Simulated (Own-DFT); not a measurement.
# Energy and forces against displacement in a stack of Si and Ge or SiGe layers, 96 atoms (Ge48Si48)

Calculated results; nothing here was measured. They come from Own-DFT, an in-house plane-wave density functional program, since retired, whose code no person has reviewed. Each row is one single-point run on a periodic cell that was not relaxed, without spin or spin-orbit coupling.

Settings of every run: PBE; PseudoDojo norm-conserving scalar-relativistic files; cutoff 42 hartree; 3 x 3 x 2 k mesh centred on Gamma; Fermi-Dirac smearing of 0.1 eV.

Known limits: forces on such cells moved up to 12 meV/angstrom on a denser k mesh; stress not checked against mesh or cutoff.

Cell vectors in Å: (10.862, 0.000, 0.000); (0.000, 10.862, 0.000); (0.000, 0.000, 16.293). In each run every atom was moved at random and independently from its ideal site; u is the rms move along one axis. The random placing of the alloy's atoms differs from row to row. E is the free energy for each atom above the fitted value at u = 0, and F the rms of the force components.

```
run,u (Å),E (meV/atom),F (eV/Å),largest force (eV/Å),P (GPa)
1,0.0262,15.4,0.518,1.82,9.13
2,0.0293,17.4,0.568,2.23,9.12
3,0.0598,69.1,1.049,4.04,9.75
4,0.0622,82.7,1.143,4.09,9.99
5,0.1039,?,?,?,?
6,0.1039,250.3,2.066,8.48,12.28
7,0.1054,225.0,2.038,13.37,11.64
```

## Worked fit

For small independent moves the energy grows as E = (3/2) K u², with K the mean stiffness felt by one atom. The runs with u up to 0.11 Å give K = 14.1 ± 0.6 eV/Å², with residuals divided by u² + 0.0006 Å², since the noise grows with the moves. The scatter is 4.3 meV/atom at u = 0.05 Å. The forces follow F = G u with G = 19.1 eV/Å²; no force at u = 0 is resolved. G exceeds K because the moves of its neighbours add to the force on an atom, and stiffness differs between atoms. The pressure follows P = 8.88 + 280 u² GPa: at fixed volume, shortened bonds push harder than stretched ones pull.

## Withheld run

Question: what energy and rms force should run 5 give?

The fit gives 228 ± 19 meV/atom and about 1.98 eV/Å. The calculation gave 212.0 meV/atom and 1.857 eV/Å.
